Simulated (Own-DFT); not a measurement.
# Reading a pressure off an energy slope: monoclinic HfO2, 94 atoms (Hf32O62), with two O vacancies

All values are computed. Each geometry was run twice at fixed positions with Own-DFT, a retired in-house plane-wave program that no person has reviewed: with PBE, and with HSE06 (exact exchange share 0.25 at short range, screening 0.11 per bohr, Gygi-Baldereschi treatment of its divergence). Both used PseudoDojo norm-conserving files made for PBE, a cutoff of 48 hartree, the Gamma point alone, fixed occupations, a neutral cell and no spin. One k point on a cell 10.1 Å thick isn't converged, and results move with the size of the cell. The hafnium file keeps the 4f electrons in the core, and its forces lie about 75 meV/Å off all-electron values. The oxygen file's force components were 24 meV/Å off all-electron values in a glass.

Unstrained cell vectors in Å: (10.234, 0.000, 0.000); (0.000, 10.350, 0.000); (-1.696, 0.000, 10.445), volume V0 = 1106.4 Å³, from measured lattice constants. Each geometry has its own random strain of a few per cent, its own defect sites and random moves of rms u per axis. HSE06 gave the energy alone. D is its energy less that of PBE, over the lowest D shown. The PBE stress wasn't checked against mesh or cutoff.

```
run,V - V0 (Å³),u (Å),P with PBE (GPa),D (eV)
1,32.6,0.0498,-0.62,1.549
2,-11.4,0.0494,7.93,0.439
3,-13.0,0.0291,6.75,0.276
4,-28.5,0.0505,11.69,0.091
5,-24.5,0.0276,9.29,0.000
6,-16.4,0.0295,7.70,0.227
7,-15.2,0.0286,8.11,0.257
8,13.7,0.0304,0.87,0.953
9,18.6,0.0528,1.34,1.198
10,30.8,0.0311,-1.53,1.281
11,-22.3,0.0515,11.88,0.321
12,-4.2,0.0300,4.67,0.488
13,-26.4,0.0508,11.22,?
```

## Fit

D = 0.50 + 0.0231 (V - V0) + 104 u² eV, with an error of 0.0005 on the volume slope, 13 on the last term and a scatter of 0.04 eV. Pressure is -dE/dV, and 1 eV/Å³ is 160.2 GPa, so HSE06 changes the pressure by -3.7 ± 0.1 GPa. With the ions held to the strained lattice, the PBE pressure falls by 236 ± 10 GPa per unit of volume strain; the shape of the strain isn't fitted, so the true error is larger, and a relaxed crystal would be softer. On that slope HSE06's volume at a given pressure is about 1.6 % smaller, or 0.5 % in lengths. At u = 0 and V0 the PBE pressure is 3.4 GPa, which puts the zero-pressure volume, against the measured cell and with the defects in, at +1.4 % for PBE and -0.1 % for HSE06, each good to a few tenths of a per cent.

## Withheld run

Q: what D should run 13 give?

The fit gives 0.16 eV, with rows scattering by 0.04. The run itself gave 0.197 eV.
